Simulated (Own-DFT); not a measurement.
## Calculated data, Si2SnGe13 (diamond-structure random alloy, strained, atoms displaced)

All values are calculated (Own-DFT development build). A calculation, not a measurement: plane-wave density functional theory by an unreviewed code, no spin, of a simulated periodic cell, stress positive in tension, run twice, with PBE and with PBEsol, both on files made for PBE, so the change isn't that of files made for PBEsol, forces on such cells moved up to 12 meV/angstrom on a denser k mesh; the far tail of each file's local potential was reset to the Coulomb form; each entry is a single point on an unrelaxed cell, so the pressure reflects the starting lattice, mostly measured values (interpolated for alloys), from which strain is counted, and rises with the displacements; printed positions are rounded, which can move forces by about a meV/angstrom; the program, named Own-DFT, is a retired in-house code; no spin-orbit coupling; stress was not checked against mesh or cutoff.

Si2SnGe13 (diamond-structure random alloy, strained, atoms displaced)

```
cell vectors (Å)
  11.3347     0.0000     0.0000
   0.0000    11.3347     0.0000
   0.0000     0.0000    11.3631
atoms (fractions of the cell vectors)
Ge  0.99955  0.00125  0.99767
Ge  0.00086  0.24792  0.25708
Ge  0.25048  0.00038  0.24669
Ge  0.25048  0.25170  0.00383
Ge  0.12663  0.12217  0.11742
Ge  0.12916  0.37774  0.37768
Sn  0.37923  0.12889  0.37088
Ge  0.37817  0.38447  0.12112
Ge  0.99901  0.00091  0.49603
Ge  0.99908  0.25208  0.75108
Ge  0.24204  0.00501  0.74835
Ge  0.24647  0.25540  0.49484
Ge  0.12239  0.12851  0.62051
Ge  0.12541  0.37202  0.87451
Si  0.37464  0.12137  0.87751
Ge  0.37735  0.37419  0.62198
Si  0.99728  0.50277  0.00523
Sn  0.99688  0.73990  0.24689
Ge  0.24062  0.49138  0.25293
Ge  0.25545  0.75912  0.99414
Ge  0.12897  0.62064  0.12975
Si  0.12683  0.86832  0.37491
Ge  0.37416  0.62040  0.37664
Ge  0.38732  0.87359  0.12784
Ge  0.00260  0.49955  0.49865
Ge  0.00903  0.75408  0.74794
Ge  0.24971  0.50384  0.76162
Ge  0.24511  0.75096  0.49862
Ge  0.12638  0.62512  0.63535
Ge  0.12822  0.87559  0.87367
Ge  0.37877  0.62407  0.87247
Ge  0.37328  0.87287  0.62546
Ge  0.49019  0.00023  0.99599
Ge  0.50675  0.24309  0.25178
Ge  0.74506  0.00293  0.25745
Si  0.74899  0.24516  0.00414
Ge  0.62339  0.12236  0.12998
Ge  0.62129  0.37485  0.38178
Sn  0.87863  0.12374  0.37544
Ge  0.87005  0.37226  0.12930
Ge  0.49980  0.99659  0.50248
Ge  0.50087  0.25684  0.75723
Ge  0.75164  0.00019  0.75692
Sn  0.74618  0.24941  0.49647
Ge  0.62175  0.13121  0.62694
Ge  0.62839  0.37627  0.87500
Ge  0.87326  0.11442  0.87587
Ge  0.87801  0.37726  0.61953
Ge  0.49444  0.50352  0.00411
Ge  0.49657  0.74793  0.24309
Ge  0.75801  0.50029  0.25054
Ge  0.74867  0.75708  0.99539
Ge  0.62401  0.63104  0.12258
Ge  0.62030  0.86827  0.37823
Ge  0.87142  0.62925  0.37646
Si  0.87325  0.86626  0.12017
Ge  0.50122  0.49711  0.49804
Si  0.50281  0.75553  0.74574
Ge  0.75199  0.50094  0.75524
Ge  0.75059  0.74942  0.50583
Ge  0.62425  0.62395  0.62109
Ge  0.62582  0.87950  0.87113
Si  0.87870  0.62009  0.88060
Si  0.87128  0.87075  0.62977
```

Settings of this run: functional PBE, then PBEsol, potential files PseudoDojo norm-conserving, scalar-relativistic, standard set, wave cutoff 49 hartree, occupations Fermi-Dirac, smearing width 0.1 eV and k mesh 3 x 3 x 3 centred on Gamma.

The calculation gives: PBE pressure 5.05 GPa; PBE stress xx -5.27 GPa; PBE stress yy -5.04 GPa; PBE stress zz -4.85 GPa; PBE stress yz 0.79 GPa; PBE stress xz -0.15 GPa; PBE stress xy -0.05 GPa; PBEsol pressure 2.18 GPa; PBEsol stress xx -2.39 GPa; PBEsol stress yy -2.17 GPa; PBEsol stress zz -1.98 GPa; PBEsol stress yz 0.76 GPa; PBEsol stress xz -0.15 GPa; PBEsol stress xy -0.04 GPa; rms change of force components from PBE to PBEsol 0.045 eV/Å.

Force:
```csv
force element,PBE force x (eV/Å),PBE force y (eV/Å),PBE force z (eV/Å),PBEsol force x (eV/Å),PBEsol force y (eV/Å),PBEsol force z (eV/Å)
Ge,-0.157,-1.212,0.545,-0.122,-1.139,0.488
Ge,1.644,1.378,-2.089,1.584,1.341,-2.019
Ge,-0.811,-1.381,-0.353,-0.751,-1.306,-0.375
Ge,0.704,-0.153,-0.671,0.647,-0.124,-0.628
Ge,-0.344,0.372,0.955,-0.323,0.361,0.923
Ge,-1.447,-0.569,0.034,-1.394,-0.555,0.031
Sn,-1.127,-0.999,1.107,-1.089,-0.968,1.066
Ge,-0.606,-1.644,1.421,-0.598,-1.591,1.368
Ge,1.409,-2.556,1.796,1.364,-2.409,1.743
Ge,-0.408,-0.408,-0.199,-0.382,-0.393,-0.208
Ge,1.174,0.02,0.021,1.104,-0.017,-0.004
Ge,0.169,-0.074,1.388,0.16,-0.06,1.342
Ge,-0.163,0.155,0.071,-0.163,0.147,0.071
Ge,-0.574,0.537,0.9,-0.524,0.494,0.843
Si,-0.771,1.025,-0.633,-0.757,1.002,-0.617
Ge,-0.724,0.35,0.781,-0.69,0.339,0.748
Si,0.268,-0.676,-0.172,0.309,-0.703,-0.113
Sn,0.432,1.774,0.12,0.423,1.637,0.13
Ge,1.801,0.929,-0.608,1.744,0.91,-0.586
Ge,0.284,-1.076,0.925,0.284,-1.039,0.889
Ge,0.949,-0.633,-2.265,0.933,-0.606,-2.147
Si,0.054,1.415,0.019,0.057,1.387,0.022
Ge,-0.503,0.272,-0.467,-0.488,0.259,-0.449
Ge,-1.882,0.691,-0.63,-1.822,0.67,-0.623
Ge,-0.02,0.86,0.301,-0.027,0.822,0.296
Ge,-1.75,-0.37,0.672,-1.623,-0.367,0.656
Ge,0.268,-0.812,-1.198,0.255,-0.776,-1.159
Ge,0.471,-0.492,0.381,0.5,-0.513,0.414
Ge,0.246,-0.417,-1.223,0.24,-0.391,-1.178
Ge,-0.447,0.603,0.173,-0.427,0.586,0.157
Ge,0.43,1.25,0.05,0.375,1.171,0.086
Ge,-0.246,0.24,0.249,-0.269,0.265,0.199
Ge,1.33,0.135,0.24,1.326,0.076,0.287
Ge,0.699,2.899,-1.623,0.686,2.8,-1.563
Ge,-0.346,-2.263,-1.667,-0.369,-2.163,-1.596
Si,-0.047,-0.016,-0.298,-0.049,-0.017,-0.287
Ge,0.331,-0.21,-1.32,0.29,-0.223,-1.221
Ge,-0.41,1.235,-2.514,-0.402,1.186,-2.431
Sn,0.142,-0.949,-1.032,0.139,-0.919,-1.003
Ge,0.958,-0.316,-0.844,0.93,-0.291,-0.742
Ge,0.532,-0.327,0.838,0.516,-0.32,0.81
Ge,-0.663,-0.993,-0.21,-0.603,-0.928,-0.243
Ge,-0.434,-0.168,-1.843,-0.447,-0.137,-1.734
Sn,-0.209,0.941,1.818,-0.211,0.926,1.771
Ge,-0.714,-1.565,1.364,-0.691,-1.514,1.317
Ge,0.065,-0.081,1.239,0.031,-0.055,1.152
Ge,0.262,1.948,0.466,0.282,1.844,0.425
Ge,0.224,0.506,1.357,0.226,0.486,1.317
Ge,1.414,0.411,-0.95,1.353,0.404,-0.917
Ge,0.588,-0.772,1.563,0.574,-0.736,1.502
Ge,-1.696,0.241,0.365,-1.632,0.233,0.36
Ge,0.338,-0.955,-0.231,0.257,-0.925,-0.231
Ge,0.749,-0.665,0.02,0.711,-0.636,0.018
Ge,0.253,0.222,-0.197,0.248,0.23,-0.187
Ge,-0.697,-1.514,1.583,-0.674,-1.482,1.523
Si,-0.669,2.098,-0.082,-0.662,2.052,-0.088
Ge,-0.402,0.535,0.413,-0.386,0.508,0.396
Si,-0.103,-0.677,0.141,-0.104,-0.658,0.136
Ge,0.483,0.359,-0.589,0.428,0.311,-0.605
Ge,-0.032,0.248,-0.203,-0.075,0.192,-0.24
Ge,-0.138,0.069,0.986,-0.098,0.041,0.915
Ge,-0.897,-0.384,0.22,-0.823,-0.339,0.247
Si,0.083,0.895,-0.296,0.032,0.918,-0.337
Si,0.682,0.715,-0.113,0.67,0.7,-0.109
```
